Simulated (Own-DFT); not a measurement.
## Calculated data, Hf₃₆O₇₁ (tetragonal hafnia with one neutral oxygen vacancy, atoms displaced)

Computed with Own-DFT development build. A calculation, not a measurement: plane-wave PBE and HSE06 DFT by an unreviewed code, no spin, of a simulated cell at Gamma alone, so results move with cell size and shape, stress positive in tension, energies less offsets, not probed for a lower state with spin; hafnium file: forces about 75 meV/angstrom off all-electron values; oxygen file: force components 24 meV/angstrom off all-electron in a glass; k mesh not checked against a denser one; forces and stress are PBE's, HSE06 gives the energy alone, and its difference from PBE has offsets of its own; offsets are fitted by least squares, one for each functional and potential file, so energies compare only between cells with the same atoms and settings and are not formation energies; the far tail of each file's local potential was reset to the Coulomb form; each entry is a single point on an unrelaxed cell, so the pressure reflects the starting lattice, taken from the Materials Project, from which strain is counted, and rises with the displacements; printed positions are rounded, which can move forces by about a meV/angstrom; the program is a retired in-house code; no spin-orbit coupling.

Settings shared by all entries: first functional PBE; second functional HSE06; exact exchange share 0.25; screening 0.11 1/bohr; exchange divergence Gygi-Baldereschi; potential files PseudoDojo norm-conserving, scalar-relativistic, made for PBE, standard set; wave cutoff 48 hartree; occupations fixed; k mesh 1 x 1 x 1 centred on Gamma.

(1) Hf₃₆O₇₁ (tetragonal hafnia with one neutral oxygen vacancy, atoms displaced)

```
CELL_PARAMETERS angstrom
10.78000 0.00000 0.00000
0.00000 10.78000 0.00000
0.00000 0.00000 10.44930
ATOMIC_POSITIONS crystal
Hf 0.99371 0.00240 0.00204
Hf 0.16174 0.16098 0.25304
O 0.98613 0.16884 0.15546
O 0.17828 0.99468 0.34758
O 0.99814 0.17758 0.39452
O 0.17597 0.99473 0.08325
Hf 0.00005 0.00154 0.49458
Hf 0.16802 0.16746 0.74816
O 0.99803 0.16256 0.63991
O 0.16144 0.00721 0.84179
O 0.99445 0.16291 0.91176
O 0.16659 0.99958 0.59319
Hf 0.99670 0.33067 0.00676
Hf 0.16812 0.49894 0.23975
O 0.01208 0.51504 0.14943
O 0.16860 0.33105 0.34483
O 0.98856 0.49732 0.38926
O 0.17169 0.32719 0.10691
Hf 0.98961 0.34299 0.50244
Hf 0.15477 0.49181 0.75838
O 0.99818 0.48983 0.65141
O 0.17102 0.33370 0.84029
O 0.00365 0.50834 0.89495
O 0.17790 0.34446 0.59450
Hf 0.01320 0.66966 0.00877
Hf 0.16136 0.83592 0.24230
O 0.01188 0.84169 0.16104
O 0.16243 0.66801 0.33603
O 0.99389 0.83230 0.38671
Hf 0.99908 0.65808 0.50203
Hf 0.16839 0.83858 0.75130
O 0.00385 0.83406 0.66123
O 0.16343 0.68031 0.84745
O 0.00301 0.81895 0.88755
O 0.15683 0.66682 0.61283
Hf 0.33644 0.00317 0.99226
Hf 0.49697 0.17014 0.26372
O 0.33692 0.18261 0.14591
O 0.50314 0.00370 0.35682
O 0.32392 0.14868 0.41057
O 0.50206 0.00133 0.10118
Hf 0.33451 0.00875 0.49770
Hf 0.51492 0.14853 0.74939
O 0.34147 0.16525 0.64231
O 0.50543 0.99474 0.84454
O 0.32604 0.16835 0.89153
O 0.51387 0.99259 0.59670
Hf 0.34545 0.34220 0.00367
Hf 0.51370 0.50211 0.25198
O 0.33506 0.50255 0.14282
O 0.49796 0.34427 0.34420
O 0.34506 0.50629 0.39033
O 0.48636 0.32831 0.08135
Hf 0.33273 0.33530 0.51100
Hf 0.48973 0.51016 0.74380
O 0.33640 0.49083 0.66835
O 0.49607 0.32851 0.84515
O 0.33646 0.50280 0.90800
O 0.50425 0.34136 0.59437
Hf 0.35139 0.66302 0.00598
Hf 0.51078 0.84087 0.25185
O 0.32391 0.83375 0.14713
O 0.48814 0.66647 0.34628
O 0.32039 0.83930 0.40207
O 0.50322 0.67697 0.08132
Hf 0.33215 0.65544 0.50947
Hf 0.49452 0.82686 0.73822
O 0.32391 0.85061 0.65139
O 0.50058 0.67217 0.85433
O 0.33558 0.84059 0.90667
O 0.50186 0.64660 0.59482
Hf 0.67530 0.00753 0.99082
Hf 0.83154 0.16184 0.24860
O 0.65945 0.16700 0.15520
O 0.82470 0.99294 0.35997
O 0.65837 0.15819 0.39539
O 0.83825 0.97882 0.09653
Hf 0.67538 0.00597 0.48788
Hf 0.83431 0.17122 0.75255
O 0.66317 0.15690 0.66666
O 0.82948 0.99957 0.85768
O 0.65994 0.17349 0.90817
O 0.82862 0.99831 0.59841
Hf 0.67502 0.32567 0.00742
Hf 0.82662 0.49673 0.24369
O 0.66224 0.49968 0.14163
O 0.82545 0.33469 0.34955
O 0.66648 0.50426 0.40558
O 0.83263 0.32684 0.11191
Hf 0.65973 0.34108 0.50624
Hf 0.82695 0.49913 0.74954
O 0.67646 0.49622 0.64702
O 0.83877 0.34066 0.85187
O 0.65796 0.49750 0.90784
O 0.82396 0.33465 0.59821
Hf 0.65749 0.67307 0.00256
Hf 0.82453 0.83721 0.23674
O 0.66147 0.82891 0.14445
O 0.84584 0.64659 0.35128
O 0.66107 0.83393 0.40875
O 0.83557 0.67177 0.09994
Hf 0.66581 0.66476 0.50403
Hf 0.82460 0.83437 0.72727
O 0.67907 0.84800 0.64813
O 0.83917 0.67051 0.86075
O 0.66733 0.83214 0.88759
O 0.83857 0.67280 0.59526
```

- PBE energy of cell above offsets: -83.720 eV
- HSE06 less PBE above offsets: 0.875 eV
- PBE pressure: 5.53 GPa
- PBE stress xx: -10.02 GPa
- PBE stress yy: -2.02 GPa
- PBE stress zz: -4.53 GPa
- PBE stress yz: 1.82 GPa
- PBE stress xz: -1.37 GPa
- PBE stress xy: 0.16 GPa

Force:
| element | x (eV/Å) | y (eV/Å) | z (eV/Å) |
| --- | --- | --- | --- |
| Hf | 3.382 | -3.276 | -1.985 |
| Hf | 1.657 | 1.426 | -0.645 |
| O | 2.004 | -1.043 | -1.167 |
| O | -2.262 | 1.789 | -0.688 |
| O | -0.376 | -1.663 | 0.38 |
| O | -2.632 | 1.423 | 1.221 |
| Hf | 0.975 | -1.144 | 0.619 |
| Hf | 2.06 | -1.046 | -0.423 |
| O | -0.586 | 1.052 | 1.591 |
| O | -0.389 | -0.029 | 0.167 |
| O | -0.347 | 2.018 | -1.039 |
| O | -1.096 | 1.022 | -0.295 |
| Hf | 2.243 | 1.207 | -0.302 |
| Hf | 1.677 | 0.183 | 1.33 |
| O | -2.716 | -1.02 | -0.941 |
| O | 0.474 | -0.03 | 0.696 |
| O | 1.383 | -1.245 | 1.891 |
| O | -2.567 | 0.392 | -1.569 |
| Hf | 1.25 | -0.638 | -1.42 |
| Hf | 0.632 | 3.43 | 0.465 |
| O | -1.074 | -0.198 | -1.057 |
| O | -1.316 | -1.142 | 1.091 |
| O | 0.495 | -1.804 | 1.275 |
| O | -3.108 | -0.16 | 0.738 |
| Hf | -0.414 | 0.542 | -2.45 |
| Hf | 5.08 | -1.022 | 3.016 |
| O | -5.291 | -0.247 | -3.768 |
| O | -0.052 | -1.398 | 0.702 |
| O | -0.331 | 0.277 | 2.479 |
| Hf | 1.02 | 1.797 | -2.24 |
| Hf | -1.874 | -0.247 | 1.075 |
| O | -0.996 | 0.763 | -2.752 |
| O | 1.186 | -3.025 | 0.93 |
| O | -0.287 | 3.218 | 3.326 |
| O | 1.88 | -1.138 | -1.971 |
| Hf | 0.5 | 0.76 | 0.652 |
| Hf | -1.338 | -0.94 | -2.347 |
| O | -0.321 | -1.747 | 2.358 |
| O | -0.205 | -0.712 | -1.22 |
| O | 0.627 | 8.19 | -4.411 |
| O | 0.432 | -0.308 | -0.192 |
| Hf | 0.388 | -7.017 | 3.415 |
| Hf | -6.347 | 2.481 | 1.589 |
| O | -0.215 | 0.454 | 0.811 |
| O | 0.326 | -0.825 | 0.713 |
| O | 0.125 | -0.54 | 0.517 |
| O | -1.335 | 0.213 | 0.207 |
| Hf | -6.397 | -1.843 | -4.037 |
| Hf | -3.481 | 1.016 | 0.294 |
| O | 1.26 | 0.689 | 0.979 |
| O | 0.578 | -2.032 | 0.447 |
| O | -1.253 | -0.787 | 2.645 |
| O | 9.296 | 0.206 | 4.602 |
| Hf | 0.57 | -0.829 | -2.305 |
| Hf | 3.892 | -2.953 | 4.582 |
| O | -3.086 | 0.669 | -2.843 |
| O | 0.236 | 0.461 | -1.397 |
| O | 0.181 | 0.862 | -1.583 |
| O | -0.752 | 0.058 | 0.347 |
| Hf | -6.632 | 1.46 | -1.992 |
| Hf | -4.197 | 0.398 | 0.557 |
| O | 2.456 | -0.921 | 0.471 |
| O | 1.664 | 0.994 | -0.576 |
| O | 1.605 | -2.021 | 1.259 |
| O | 0.822 | -0.133 | 5.017 |
| Hf | -2.395 | 2.235 | -3.385 |
| Hf | 0.36 | 2.689 | 1.538 |
| O | 3.211 | -1.913 | 0.113 |
| O | -0.42 | -0.472 | -1.948 |
| O | 0.543 | -1.126 | -1.403 |
| O | -0.346 | 1.597 | 0.965 |
| Hf | -2.134 | -2.825 | -0.075 |
| Hf | -1.193 | 1.305 | 2.535 |
| O | 1.387 | 0.118 | -0.445 |
| O | 0.764 | 1.171 | -2.518 |
| O | 0.385 | 3.675 | 0.513 |
| O | -2.057 | 1.099 | 1.425 |
| Hf | -1.585 | -1.86 | 2.598 |
| Hf | 1.05 | -1.172 | -0.495 |
| O | 4.788 | 1.112 | -2.722 |
| O | 0.084 | 1.46 | -0.988 |
| O | 1.012 | -1.191 | -0.901 |
| O | 1.938 | 1.038 | 0.216 |
| Hf | -3.125 | 3.003 | -1.169 |
| Hf | 2.157 | 1.295 | 0.816 |
| O | 0.732 | -0.312 | 0.784 |
| O | -0.404 | -0.913 | -0.048 |
| O | -0.691 | -0.308 | -0.967 |
| O | 0.642 | 0.595 | -1.045 |
| Hf | 1.188 | -0.373 | -1.767 |
| Hf | 1.248 | 2.862 | 2.786 |
| O | -2.021 | 0.819 | -0.4 |
| O | -0.174 | -1.623 | 0.56 |
| O | 0.666 | -0.194 | -0.278 |
| O | 0.711 | -1.009 | 0.726 |
| Hf | 5.589 | -0.446 | -3.985 |
| Hf | 3.122 | -2.671 | 1.795 |
| O | 0.65 | 0.433 | 0.217 |
| O | -2.01 | 2.653 | -0.442 |
| O | 0.022 | -1.547 | -1.673 |
| O | -0.528 | 0.28 | 0.822 |
| Hf | 1.829 | 0.589 | -1.269 |
| Hf | 5.878 | -1.258 | 6.163 |
| O | -6.628 | -1.982 | -2.743 |
| O | -1.538 | -1.573 | -2.645 |
| O | -0.289 | 0.728 | 1.324 |
| O | -1.502 | -0.312 | 0.566 |

(2) Hf₃₆O₇₁ (tetragonal hafnia with one neutral oxygen vacancy, atoms displaced)

```
CELL_PARAMETERS angstrom
10.78000 0.00000 0.00000
0.00000 10.78000 0.00000
0.00000 0.00000 10.44930
ATOMIC_POSITIONS crystal
Hf 0.00812 0.00770 0.00231
Hf 0.17081 0.15870 0.23283
O 0.00792 0.16994 0.14507
O 0.15276 0.00046 0.34292
O 0.99811 0.17065 0.39446
O 0.17483 0.00263 0.10285
Hf 0.01005 0.98884 0.50062
Hf 0.17037 0.15682 0.74422
O 0.99804 0.15906 0.63857
O 0.16570 0.01313 0.84581
O 0.98821 0.17960 0.91123
O 0.16055 0.99839 0.59198
Hf 0.00925 0.32953 0.00212
Hf 0.17551 0.51295 0.24811
O 0.00092 0.51852 0.15259
O 0.16260 0.32963 0.35033
O 0.00420 0.49623 0.40560
O 0.16578 0.33306 0.08358
Hf 0.98124 0.33474 0.50487
Hf 0.16468 0.48781 0.74882
O 0.99541 0.50390 0.63818
O 0.17367 0.33022 0.83255
O 0.00981 0.50175 0.91323
O 0.15574 0.31651 0.60593
Hf 0.01086 0.67230 0.99499
Hf 0.17114 0.84088 0.24868
O 0.99702 0.82878 0.15092
O 0.17095 0.66963 0.35281
O 0.00438 0.84180 0.40560
O 0.15529 0.67395 0.09626
Hf 0.01206 0.67843 0.50432
Hf 0.17306 0.83635 0.76027
O 0.98685 0.83957 0.65096
O 0.17043 0.64813 0.84784
O 0.99366 0.82476 0.91393
O 0.16517 0.67114 0.59964
Hf 0.33194 0.99279 0.99660
Hf 0.50377 0.16888 0.25908
O 0.33835 0.14454 0.15947
O 0.49015 0.98984 0.34132
O 0.31834 0.16442 0.39283
O 0.50110 0.01336 0.10748
Hf 0.34546 0.99660 0.50035
Hf 0.51241 0.15788 0.75451
O 0.33992 0.17008 0.64706
O 0.49019 0.99463 0.83539
O 0.34019 0.16287 0.90840
O 0.47760 0.99546 0.60226
Hf 0.33336 0.34586 0.99587
Hf 0.50403 0.51934 0.24547
O 0.32975 0.49263 0.14871
O 0.49383 0.33610 0.34682
O 0.33198 0.49650 0.41234
O 0.51481 0.33194 0.10162
Hf 0.33538 0.33023 0.51202
Hf 0.51079 0.49636 0.73533
O 0.33163 0.49076 0.64452
O 0.51322 0.33234 0.85279
O 0.34315 0.51467 0.91391
O 0.49764 0.33021 0.60601
Hf 0.32675 0.64927 0.00805
Hf 0.50095 0.83270 0.24823
O 0.50506 0.66499 0.36065
O 0.32370 0.82878 0.40417
O 0.50962 0.68536 0.09937
Hf 0.34565 0.66276 0.48737
Hf 0.50706 0.83277 0.75768
O 0.34242 0.83241 0.63577
O 0.50380 0.66579 0.84669
O 0.33135 0.83583 0.90459
O 0.50622 0.67592 0.59348
Hf 0.67563 0.99903 0.00256
Hf 0.82123 0.15292 0.25649
O 0.65699 0.17883 0.15392
O 0.83527 0.00629 0.36072
O 0.67478 0.16532 0.40190
O 0.82627 0.99436 0.08624
Hf 0.67979 0.98963 0.50107
Hf 0.82899 0.17476 0.75056
O 0.67630 0.16161 0.64957
O 0.83877 0.00952 0.82748
O 0.67220 0.16607 0.90427
O 0.82786 0.01349 0.61190
Hf 0.66827 0.34528 0.00192
Hf 0.82548 0.50078 0.23941
O 0.68036 0.49263 0.15782
O 0.81541 0.32628 0.35803
O 0.68691 0.49276 0.40037
O 0.83011 0.33550 0.10296
Hf 0.67141 0.32869 0.49611
Hf 0.83377 0.50425 0.76668
O 0.66134 0.51277 0.66107
O 0.83538 0.32130 0.83360
O 0.68164 0.49708 0.90886
O 0.82894 0.33859 0.60713
Hf 0.66625 0.67531 0.00026
Hf 0.83865 0.82934 0.23920
O 0.67562 0.83605 0.13240
O 0.84124 0.68132 0.34004
O 0.66617 0.82880 0.40054
O 0.82150 0.65628 0.11144
Hf 0.66447 0.65704 0.50232
Hf 0.84959 0.82860 0.74654
O 0.67151 0.83947 0.64548
O 0.83506 0.66697 0.84722
O 0.68010 0.82377 0.89432
O 0.82979 0.67369 0.60411
```

- PBE energy of cell above offsets: -81.045 eV
- HSE06 less PBE above offsets: 0.924 eV
- PBE pressure: 7.14 GPa
- PBE stress xx: -6.63 GPa
- PBE stress yy: -8 GPa
- PBE stress zz: -6.8 GPa
- PBE stress yz: -0.5 GPa
- PBE stress xz: -0.53 GPa
- PBE stress xy: -0.31 GPa

Force:
| element | x (eV/Å) | y (eV/Å) | z (eV/Å) |
| --- | --- | --- | --- |
| Hf | -1.971 | 1.221 | -0.406 |
| Hf | 0.266 | 2.637 | 5.238 |
| O | -2.027 | -1.414 | -0.771 |
| O | 0.389 | -0.679 | -0.66 |
| O | -0.831 | -0.717 | 0.289 |
| O | -1.384 | -1.975 | -1.445 |
| Hf | -3.325 | 6.331 | -0.189 |
| Hf | -0.568 | 4.594 | -4.452 |
| O | 0.296 | 0.371 | 2.429 |
| O | -0.862 | -4.661 | 2.53 |
| O | 1.281 | -3.502 | -1.483 |
| O | 3.656 | -0.726 | 2.46 |
| Hf | -3.654 | 1.945 | 1.05 |
| Hf | -5.048 | -3.103 | 3.535 |
| O | 1.016 | -0.893 | 0.504 |
| O | 1.017 | 1.526 | -2.321 |
| O | -0.326 | 1.573 | -0.204 |
| O | 2.955 | 0.101 | 1.087 |
| Hf | 3.406 | -1.093 | -2.292 |
| Hf | -1.574 | 0.747 | -3.67 |
| O | 0.545 | 0.01 | 3.048 |
| O | 0.749 | -0.778 | 2.931 |
| O | -0.865 | -1.219 | -1.987 |
| O | 1.034 | 1.443 | -1.003 |
| Hf | -3.517 | -4.591 | 1.994 |
| Hf | 0.101 | -0.494 | 1.265 |
| O | 1.567 | 1.031 | -0.358 |
| O | -0.146 | 0.319 | -0.938 |
| O | -0.003 | -3.204 | -1.653 |
| O | 4.601 | 0.228 | 1.31 |
| Hf | -2.288 | -3.364 | -1.313 |
| Hf | 1.502 | -1.723 | -2.753 |
| O | 6.597 | -0.072 | -1.848 |
| O | 0.16 | 3.475 | 0.699 |
| O | 1.047 | 4.659 | -2.946 |
| O | 1.427 | 0.744 | 0.834 |
| Hf | 2.721 | 3.579 | 2.019 |
| Hf | -1.853 | -0.312 | -0.962 |
| O | 0.264 | 1.653 | -1.111 |
| O | 0.297 | 1.033 | 1.279 |
| O | 1.59 | -0.284 | 1.821 |
| O | 0.678 | -2.691 | -2.14 |
| Hf | -4.596 | 1.018 | -3.087 |
| Hf | -0.562 | 2.148 | -0.742 |
| O | -0.551 | -0.448 | 1.153 |
| O | 0.619 | 0.17 | 2.39 |
| O | -0.288 | 1.057 | -0.116 |
| O | 6.906 | 0.913 | 1.816 |
| Hf | 1.992 | -3.412 | 0.139 |
| Hf | 0.627 | -4.406 | 0.499 |
| O | 2.298 | 1.131 | -0.531 |
| O | 0.601 | 1.376 | 0.459 |
| O | 0.414 | 0.621 | -2.229 |
| O | -3.689 | 1.502 | -0.257 |
| Hf | -2.981 | -1.643 | -1.846 |
| Hf | -4.472 | -0.74 | 2.833 |
| O | 0.334 | 0.716 | 1.574 |
| O | -0.886 | 0.929 | -0.705 |
| O | 0.324 | -5.988 | -3.531 |
| O | 2.038 | 0.561 | -0.295 |
| Hf | 0.054 | 6.916 | 1.539 |
| Hf | 0.597 | 1.275 | -0.289 |
| O | -0.228 | 0.077 | -1.631 |
| O | 0.49 | 0.538 | -1.961 |
| O | -2.41 | -1.89 | 1.137 |
| Hf | -2.183 | 1.077 | 2.838 |
| Hf | 0.606 | -1.535 | -3.104 |
| O | -2 | -0.643 | 3.252 |
| O | 0.049 | -0.571 | 0.316 |
| O | -1.251 | -2.377 | -0.632 |
| O | -0.963 | -1.139 | 0.809 |
| Hf | -3.368 | 0.331 | -2.129 |
| Hf | 1.813 | 3.902 | 0.236 |
| O | 2.322 | -1.746 | 0.297 |
| O | -0.83 | -2.921 | -0.973 |
| O | -1.876 | -1.455 | 0.021 |
| O | 4.275 | 1.222 | 2.034 |
| Hf | 0.54 | 0.287 | 1.489 |
| Hf | 2.005 | -4.303 | -3.073 |
| O | -3.816 | 0.567 | -0.466 |
| O | 0.678 | -2.879 | 3.626 |
| O | -0.755 | -0.43 | -0.072 |
| O | 0.665 | -2.176 | -3.434 |
| Hf | 0.423 | -3.87 | 0.581 |
| Hf | 7.12 | -0.154 | 4.115 |
| O | -8.043 | 0.591 | -2.385 |
| O | 1.218 | -0.219 | -1.084 |
| O | -1.794 | 2.211 | 0.662 |
| O | 1.885 | 0.075 | -0.635 |
| Hf | 0.3 | -0.675 | 0.035 |
| Hf | 1.073 | -1.273 | -2.36 |
| O | 3.794 | -0.124 | -2.027 |
| O | 0.044 | 6.919 | 3.926 |
| O | -0.082 | 2.435 | -1.076 |
| O | -1.89 | 0.385 | -0.268 |
| Hf | 2.041 | -0.412 | -0.974 |
| Hf | -1.549 | -0.203 | 1.491 |
| O | -1.363 | 0.146 | 1.707 |
| O | -0.184 | -1.832 | 1.209 |
| O | -0.401 | -0.066 | -0.7 |
| O | 0.786 | 1.367 | -2.206 |
| Hf | 2.959 | 1.828 | -0.021 |
| Hf | -6.908 | 1.414 | 2.012 |
| O | -0.924 | 0.303 | 0.819 |
| O | 0.702 | -0.175 | 1.203 |
| O | -1.141 | 2.396 | -0.045 |
| O | 0.469 | -0.422 | -0.749 |

(3) Hf₃₆O₇₁ (tetragonal hafnia with one neutral oxygen vacancy, atoms displaced)

```
CELL_PARAMETERS angstrom
10.78000 0.00000 0.00000
0.00000 10.78000 0.00000
0.00000 0.00000 10.44930
ATOMIC_POSITIONS crystal
Hf 0.00079 0.99594 0.99837
Hf 0.16911 0.16705 0.25082
O 0.99849 0.16699 0.15422
O 0.16879 0.00520 0.35012
O 0.99913 0.17183 0.40280
O 0.16816 0.00583 0.10026
Hf 0.99468 0.99651 0.49907
Hf 0.16604 0.16878 0.75099
O 0.00055 0.16643 0.65735
O 0.16693 0.99978 0.85036
O 0.99685 0.16904 0.90349
O 0.16672 0.99849 0.59816
Hf 0.99878 0.33037 0.00320
Hf 0.17045 0.49741 0.24586
O 0.00017 0.50306 0.15348
O 0.16315 0.33078 0.34475
O 0.00041 0.50371 0.40094
O 0.16569 0.33033 0.10003
Hf 0.00158 0.33891 0.50263
Hf 0.17168 0.49913 0.74990
O 0.99909 0.49974 0.65270
O 0.16599 0.33677 0.84546
O 0.99423 0.49931 0.89909
O 0.16482 0.33351 0.60012
Hf 0.99665 0.66500 0.00176
Hf 0.16497 0.83615 0.25644
O 0.99811 0.83617 0.14702
O 0.16906 0.66530 0.34868
O 0.99853 0.83569 0.40441
O 0.16549 0.66958 0.09869
Hf 0.00353 0.67117 0.49707
Hf 0.16669 0.82660 0.74899
O 0.99993 0.83324 0.65508
O 0.16444 0.67424 0.85082
O 0.00353 0.83464 0.90353
O 0.16484 0.66475 0.59674
Hf 0.33306 0.99955 0.00125
Hf 0.49958 0.16282 0.25020
O 0.33236 0.16621 0.14695
O 0.50088 0.99645 0.34711
O 0.32881 0.16843 0.40473
O 0.50437 0.00323 0.10015
Hf 0.33167 0.00310 0.49669
Hf 0.49816 0.16853 0.74840
O 0.33148 0.16950 0.65501
O 0.49957 0.99983 0.84996
O 0.33166 0.16775 0.90319
O 0.49929 0.99986 0.59704
Hf 0.33231 0.33415 0.99751
Hf 0.49750 0.49780 0.24837
O 0.33412 0.49704 0.15459
O 0.49410 0.33245 0.35249
O 0.33477 0.50031 0.39888
O 0.50548 0.33455 0.09653
Hf 0.32964 0.33146 0.50350
Hf 0.49755 0.50185 0.74883
O 0.33089 0.50164 0.65447
O 0.49947 0.33531 0.84996
O 0.50292 0.33451 0.59306
Hf 0.33178 0.66802 0.99835
Hf 0.49876 0.83466 0.25112
O 0.33397 0.83214 0.15174
O 0.50414 0.67093 0.35234
O 0.33417 0.82997 0.40207
O 0.49881 0.66847 0.10167
Hf 0.32848 0.66627 0.49874
Hf 0.49588 0.83290 0.74898
O 0.33599 0.83413 0.65403
O 0.50252 0.66637 0.84501
O 0.32718 0.83242 0.90415
O 0.50183 0.66392 0.59109
Hf 0.66192 0.99935 0.99509
Hf 0.83078 0.16866 0.25263
O 0.67019 0.16676 0.15037
O 0.83118 0.99983 0.34527
O 0.66488 0.16945 0.40343
O 0.83399 0.99802 0.09616
Hf 0.66536 0.00781 0.49384
Hf 0.83063 0.16329 0.75229
O 0.67062 0.16694 0.65194
O 0.83218 0.00137 0.85077
O 0.66662 0.16583 0.90653
O 0.83122 0.99815 0.59535
Hf 0.65950 0.33298 0.99532
Hf 0.83083 0.49735 0.24606
O 0.66787 0.50157 0.14970
O 0.83414 0.33391 0.34737
O 0.66455 0.49833 0.40058
O 0.83160 0.33445 0.09685
Hf 0.66717 0.33251 0.49600
Hf 0.83248 0.50169 0.74893
O 0.66560 0.49812 0.65210
O 0.83558 0.33390 0.84913
O 0.66850 0.49525 0.90662
O 0.83902 0.33491 0.59821
Hf 0.66878 0.66644 0.00381
Hf 0.83502 0.83266 0.24951
O 0.66649 0.83502 0.14644
O 0.83138 0.66391 0.34448
O 0.66311 0.83294 0.40667
O 0.83152 0.66958 0.09623
Hf 0.67304 0.66469 0.50161
Hf 0.82896 0.83592 0.74772
O 0.66846 0.83484 0.65580
O 0.83228 0.66295 0.84698
O 0.66461 0.83474 0.90077
O 0.82877 0.66841 0.60511
```

* PBE energy of cell above offsets: -100.424 eV
* HSE06 less PBE above offsets: -0.095 eV
* PBE pressure: 0.81 GPa
* PBE stress xx: -0.2 GPa
* PBE stress yy: -0.81 GPa
* PBE stress zz: -1.43 GPa
* PBE stress yz: 0.2 GPa
* PBE stress xz: -0.01 GPa
* PBE stress xy: 0.02 GPa

Force:
| element | x (eV/Å) | y (eV/Å) | z (eV/Å) |
| --- | --- | --- | --- |
| Hf | -0.26 | 0.924 | 0.428 |
| Hf | -1.225 | 0.119 | -0.852 |
| O | 0.116 | 0.167 | 0.3 |
| O | -0.052 | -1.234 | 0.062 |
| O | -0.158 | -1.141 | 0.635 |
| O | -0.125 | -0.535 | 0.02 |
| Hf | 0.805 | 2.307 | 0.898 |
| Hf | -0.925 | -1.056 | 0.466 |
| O | -0.194 | -0.32 | -0.224 |
| O | 0.13 | 0.089 | -0.458 |
| O | 0.524 | -0.504 | 0.159 |
| O | 0.046 | 0.064 | -0.576 |
| Hf | -1.061 | 0.309 | -0.517 |
| Hf | -1.164 | 0.035 | 0.611 |
| O | 0.134 | 0.025 | -0.219 |
| O | 0.534 | 0.997 | 0.523 |
| O | 0.164 | 0.011 | 0.385 |
| O | 0.651 | 0.457 | -0.484 |
| Hf | -0.718 | -0.243 | -0.445 |
| Hf | -2.179 | 0.547 | 0.66 |
| O | 0.637 | 0.33 | -0.186 |
| O | 0.828 | -0.101 | 0.581 |
| O | 0.636 | 0.261 | 0.845 |
| O | 0.611 | 0.175 | 0.004 |
| Hf | 0.362 | -0.224 | -0.777 |
| Hf | 0.595 | -0.181 | -1.47 |
| O | 0.718 | -0.206 | 1.301 |
| O | -0.347 | 0.582 | 0.03 |
| O | 0.275 | -0.436 | -1.022 |
| O | 0.423 | -0.333 | -0.065 |
| Hf | -1.169 | -1.698 | 0.79 |
| Hf | -0.228 | 2.229 | 0.294 |
| O | -0.175 | -0.055 | -0.656 |
| O | 0.568 | -2.441 | -0.112 |
| O | -0.38 | -0.722 | -0.237 |
| O | 0.223 | 0.394 | 0.364 |
| Hf | -0.357 | 0.174 | 0.052 |
| Hf | 0.377 | 0.685 | -0.939 |
| O | 0.955 | 0.172 | 0.889 |
| O | -0.246 | 1.399 | 0.42 |
| O | 0.402 | -0.205 | -0.366 |
| O | -1.206 | 0.069 | 0.019 |
| Hf | -0.368 | -0.933 | 0.936 |
| Hf | 0.512 | -0.485 | 0.185 |
| O | 0.492 | 0.15 | -0.492 |
| O | -0.287 | 0.29 | -0.415 |
| O | 0.249 | 0.159 | -0.161 |
| O | -0.082 | 0.535 | -0.199 |
| Hf | -0.028 | 0.035 | 0.346 |
| Hf | 1.142 | 0.9 | 1.026 |
| O | -0.05 | -0.081 | -1.253 |
| O | 0.24 | -0.469 | -1.031 |
| O | -0.379 | -0.24 | 0.62 |
| O | -1.976 | -0.006 | 0.62 |
| Hf | 0.823 | 0.578 | -0.698 |
| Hf | 1.207 | 0.231 | -0.287 |
| O | 0.618 | -0.19 | -0.08 |
| O | -0.641 | -0.111 | -0.493 |
| O | -1.008 | -0.347 | 0.775 |
| Hf | -0.028 | -0.041 | 0.559 |
| Hf | 0.822 | -1.639 | -0.343 |
| O | -0.599 | 0.49 | 0.39 |
| O | -0.473 | -0.886 | -1.211 |
| O | -0.561 | 1.05 | 0.033 |
| O | -0.263 | -0.337 | -0.745 |
| Hf | 1.74 | -0.143 | -0.392 |
| Hf | 1.485 | 0.18 | -0.05 |
| O | -0.847 | -0.415 | -0.419 |
| O | -0.748 | -0.284 | 0.294 |
| O | 0.746 | 0.058 | -0.152 |
| O | -0.631 | -0.005 | 0.823 |
| Hf | 1.442 | -0.41 | 1.037 |
| Hf | 1.163 | -0.002 | -1.272 |
| O | -1.075 | -0.004 | 0.947 |
| O | 0.035 | -0.01 | 0.528 |
| O | -0.126 | -0.167 | -0.99 |
| O | -0.284 | -0.038 | -0.137 |
| Hf | -0.038 | -2.103 | 1.171 |
| Hf | 1.256 | 1.383 | 0.453 |
| O | -1.176 | -0.051 | -0.097 |
| O | 0.06 | -0.46 | -0.565 |
| O | -0.387 | 0.223 | -1.21 |
| O | 0.075 | 0.05 | 0.046 |
| Hf | 2.221 | -0.116 | 0.532 |
| Hf | 0.253 | -0.305 | 0.204 |
| O | -0.612 | 0.226 | 0.361 |
| O | -0.369 | 0.237 | 0.116 |
| O | 0.181 | -0.135 | -0.03 |
| O | 0.016 | 0.163 | 0.21 |
| Hf | 0.761 | 1.398 | 0.97 |
| Hf | 0.451 | -0.997 | 0.483 |
| O | -0.097 | -0.021 | 0.104 |
| O | -0.4 | -0.554 | -0.607 |
| O | -0.365 | 1.321 | -0.712 |
| O | -1.185 | -0.128 | -0.46 |
| Hf | -0.647 | 0.065 | -0.605 |
| Hf | -1.211 | 0.313 | -1.027 |
| O | 0.04 | -0.276 | 1.001 |
| O | 0.171 | 0.637 | 0.41 |
| O | 0.616 | 0.626 | -0.21 |
| O | 0.449 | -0.034 | 0.431 |
| Hf | -1.471 | 0.168 | -0.62 |
| Hf | 0.239 | -0.684 | 0.884 |
| O | -1.161 | 0.009 | -0.225 |
| O | -0.156 | 1.342 | 0.448 |
| O | 0.124 | -0.635 | 0.009 |
| O | 1.55 | 0.046 | -0.899 |
